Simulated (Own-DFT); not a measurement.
## Calculated data, TiSi2 (C49 TiSi2 crystal, atoms displaced)

A calculation, not a measurement: plane-wave density functional theory by an unreviewed code, no spin, of a simulated periodic cell, stress positive in tension, run twice, with PBE and with PBEsol, both on files made for PBE, so the change isn't that of files made for PBEsol, forces on such cells moved up to 12 meV/angstrom on a denser k mesh; the far tail of each file's local potential was reset to the Coulomb form; each entry is a single point on an unrelaxed cell, so the pressure reflects the starting lattice, taken from the Materials Project, from which strain is counted, and rises with the displacements; printed positions are rounded, which can move forces by about a meV/angstrom; the program, named Own-DFT, is a retired in-house code; no spin-orbit coupling; stress was not checked against mesh or cutoff. Program: Own-DFT development build.

```yaml
- formula: TiSi2
  kind: "C49 TiSi2 crystal, atoms displaced"
  structure:
    cell_angstrom:
      - [5.2953, -6.7593, 3.5652]
      - [7.0604, 0.0, -7.1303]
      - [5.2953, 6.7593, 3.5652]
    atoms_fractional:
      - [Ti, 0.94859, 0.92539, 0.15367]
      - [Ti, 0.8515, 0.87441, 0.64564]
      - [Si, 0.60647, 0.92589, 0.49372]
      - [Si, 0.18887, 0.87231, 0.30788]
      - [Si, 0.89861, 0.02399, 0.39992]
      - [Si, 0.89939, 0.7787, 0.39645]
      - [Ti, 0.94746, 0.42441, 0.1539]
      - [Ti, 0.85441, 0.3735, 0.64744]
      - [Si, 0.60787, 0.42419, 0.49363]
      - [Si, 0.18988, 0.37182, 0.3088]
      - [Si, 0.89835, 0.52732, 0.4005]
      - [Si, 0.89816, 0.27821, 0.39956]
      - [Ti, 0.74727, 0.72528, 0.95132]
      - [Ti, 0.65351, 0.67411, 0.44415]
      - [Si, 0.40791, 0.72382, 0.29114]
      - [Si, 0.99286, 0.67375, 0.11028]
      - [Si, 0.70252, 0.82212, 0.1996]
      - [Si, 0.69906, 0.5752, 0.20359]
      - [Ti, 0.54595, 0.02334, 0.7495]
      - [Ti, 0.44859, 0.97902, 0.24888]
      - [Si, 0.20945, 0.02516, 0.09198]
      - [Si, 0.79201, 0.97447, 0.90923]
      - [Si, 0.49998, 0.12712, 0.99974]
      - [Si, 0.49805, 0.87401, 0.99604]
      - [Ti, 0.74758, 0.22847, 0.95238]
      - [Ti, 0.65324, 0.17421, 0.44554]
      - [Si, 0.40435, 0.22373, 0.29582]
      - [Si, 0.99136, 0.17619, 0.1084]
      - [Si, 0.70136, 0.32481, 0.20349]
      - [Si, 0.70253, 0.07518, 0.20209]
      - [Ti, 0.5476, 0.52824, 0.7537]
      - [Ti, 0.45032, 0.47387, 0.24447]
      - [Si, 0.20481, 0.52705, 0.0938]
      - [Si, 0.79017, 0.47606, 0.90965]
      - [Si, 0.50499, 0.62561, 0.00224]
      - [Si, 0.49811, 0.37586, 0.99903]
      - [Ti, 0.34626, 0.82445, 0.55156]
      - [Ti, 0.25178, 0.77394, 0.04704]
      - [Si, 0.00407, 0.8253, 0.89184]
      - [Si, 0.59463, 0.77498, 0.70839]
      - [Si, 0.2992, 0.92495, 0.79936]
      - [Si, 0.2976, 0.67513, 0.80158]
      - [Ti, 0.34618, 0.32624, 0.55759]
      - [Ti, 0.25338, 0.27811, 0.04653]
      - [Si, 0.00418, 0.33043, 0.89324]
      - [Si, 0.59058, 0.27477, 0.7077]
      - [Si, 0.29895, 0.4269, 0.79816]
      - [Si, 0.29994, 0.17416, 0.79779]
      - [Ti, 0.1419, 0.6254, 0.35407]
      - [Ti, 0.05337, 0.57858, 0.84696]
      - [Si, 0.80904, 0.62708, 0.69357]
      - [Si, 0.39504, 0.57309, 0.50645]
      - [Si, 0.10073, 0.72734, 0.60328]
      - [Si, 0.09994, 0.47628, 0.6011]
      - [Ti, 0.14566, 0.12628, 0.3515]
      - [Ti, 0.05279, 0.07715, 0.84425]
      - [Si, 0.80875, 0.12476, 0.69324]
      - [Si, 0.39096, 0.0795, 0.50794]
      - [Si, 0.09514, 0.22483, 0.60062]
      - [Si, 0.10563, 0.97489, 0.60131]
  settings:
    functional: "PBE, then PBEsol"
    potential_files: "PseudoDojo norm-conserving, scalar-relativistic, standard set"
    "wave_cutoff [hartree]": 42.0
    occupations: "cold (Marzari-Vanderbilt)"
    "smearing_width [eV]": 0.2
    k_mesh: "4 x 4 x 4 centred on Gamma"
  results:
    "PBE_pressure [GPa]": 2.11
    "PBE_stress_xx [GPa]": -1.77
    "PBE_stress_yy [GPa]": -2.17
    "PBE_stress_zz [GPa]": -2.39
    "PBE_stress_yz [GPa]": 0.08
    "PBE_stress_xz [GPa]": -0.07
    "PBE_stress_xy [GPa]": 0.03
    "PBEsol_pressure [GPa]": -1.22
    "PBEsol_stress_xx [GPa]": 1.66
    "PBEsol_stress_yy [GPa]": 1.41
    "PBEsol_stress_zz [GPa]": 0.58
    "PBEsol_stress_yz [GPa]": 0.09
    "PBEsol_stress_xz [GPa]": -0.08
    "PBEsol_stress_xy [GPa]": 0.03
    force_element: [Ti, Ti, Si, Si, Si, Si, Ti, Ti, Si, Si, Si, Si, Ti, Ti, Si, Si, Si, Si, Ti, Ti, Si, Si, Si, Si, Ti, Ti, Si, Si, Si, Si, Ti, Ti, Si, Si, Si, Si, Ti, Ti, Si, Si, Si, Si, Ti, Ti, Si, Si, Si, Si, Ti, Ti, Si, Si, Si, Si, Ti, Ti, Si, Si, Si, Si]
    "PBE_force_x [eV/angstrom]": [-0.238, 0.357, -0.262, 0.374, 0.398, 0.058, 0.001, 0.081, -0.084, 0.41, 0.077, -0.023, 0.216, 0.334, 0.053, -0.137, 0.011, -0.236, 0.535, -0.238, -0.126, 0.033, -0.095, 0.457, -0.287, 0.208, 0.161, -0.076, -0.335, -0.361, -0.336, 0.383, -0.081, 0.076, -0.405, 0.154, 0.257, 0.159, 0.307, -0.27, 0.056, 0.199, -0.385, -0.274, -0.058, 0.195, 0.113, 0.187, 0.256, -0.216, -0.364, -0.023, -0.385, -0.126, -0.125, 0.142, -0.199, -0.33, 0.205, -0.378]
    "PBE_force_y [eV/angstrom]": [0.009, -0.124, -0.306, 0.033, -0.036, 0.207, 0.145, 0.236, -0.42, 0.245, 0.004, -0.096, 0.237, 0.381, -0.163, 0.323, 0.209, -0.298, 0.254, -0.664, -0.093, 0.306, 0.036, 0.116, 0.157, 0.255, -0.679, 0.023, -0.058, -0.016, -0.024, 0.069, -0.4, 0.232, 0.219, -0.103, -0.043, -0.103, -0.357, 0.346, 0.039, -0.3, -0.378, 0.075, -0.489, 0.218, 0.152, 0.143, -0.393, 0.179, -0.371, 0.485, -0.089, 0.005, 0.216, 0.292, -0.172, 0.448, -0.271, 0.154]
    "PBE_force_z [eV/angstrom]": [-0.182, -0.074, -0.103, -0.087, 0.001, 0.404, -0.195, -0.393, -0.004, -0.359, 0.19, 0.301, 0.163, -0.047, -0.209, -0.515, -0.513, 0.013, 0.033, 0.556, -0.226, -0.362, 0.166, 0.032, 0.276, -0.005, -0.42, 0.055, -0.287, -0.226, 0.175, 0.191, 0.375, -0.199, -0.165, 0.045, 0.081, -0.152, 0.142, -0.268, 0.09, 0.13, -0.242, 0.139, 0.558, 0.16, 0.172, -0.048, 0.442, 0.195, 0.177, -0.39, -0.11, -0.074, 0.291, 0.287, -0.139, 0.553, -0.012, -0.388]
    "PBEsol_force_x [eV/angstrom]": [-0.237, 0.352, -0.257, 0.368, 0.407, 0.059, 0.0, 0.078, -0.082, 0.402, 0.082, -0.023, 0.211, 0.329, 0.053, -0.134, 0.009, -0.234, 0.528, -0.233, -0.123, 0.032, -0.095, 0.459, -0.281, 0.204, 0.156, -0.073, -0.34, -0.361, -0.334, 0.384, -0.079, 0.074, -0.412, 0.158, 0.257, 0.156, 0.3, -0.266, 0.056, 0.204, -0.382, -0.267, -0.058, 0.192, 0.109, 0.186, 0.251, -0.211, -0.356, -0.023, -0.392, -0.129, -0.121, 0.138, -0.195, -0.325, 0.208, -0.38]
    "PBEsol_force_y [eV/angstrom]": [-0.001, -0.102, -0.355, 0.082, -0.034, 0.203, 0.128, 0.25, -0.476, 0.295, 0.005, -0.096, 0.218, 0.391, -0.214, 0.375, 0.205, -0.292, 0.236, -0.637, -0.14, 0.359, 0.038, 0.112, 0.136, 0.269, -0.739, 0.074, -0.056, -0.016, -0.041, 0.083, -0.455, 0.288, 0.215, -0.1, -0.054, -0.085, -0.41, 0.4, 0.039, -0.294, -0.393, 0.094, -0.541, 0.271, 0.15, 0.139, -0.409, 0.193, -0.422, 0.541, -0.086, 0.003, 0.192, 0.302, -0.225, 0.5, -0.262, 0.149]
    "PBEsol_force_z [eV/angstrom]": [-0.176, -0.072, -0.106, -0.09, 0.0, 0.413, -0.192, -0.388, -0.001, -0.363, 0.188, 0.304, 0.159, -0.046, -0.211, -0.517, -0.515, 0.017, 0.031, 0.55, -0.223, -0.362, 0.168, 0.031, 0.273, -0.005, -0.421, 0.055, -0.292, -0.227, 0.176, 0.188, 0.379, -0.202, -0.165, 0.044, 0.079, -0.15, 0.148, -0.267, 0.091, 0.135, -0.237, 0.142, 0.558, 0.161, 0.175, -0.054, 0.434, 0.192, 0.179, -0.389, -0.112, -0.075, 0.288, 0.283, -0.139, 0.558, -0.013, -0.393]
    "rms_change_of_force_components_from_PBE_to_PBEsol [eV/angstrom]": 0.019
```
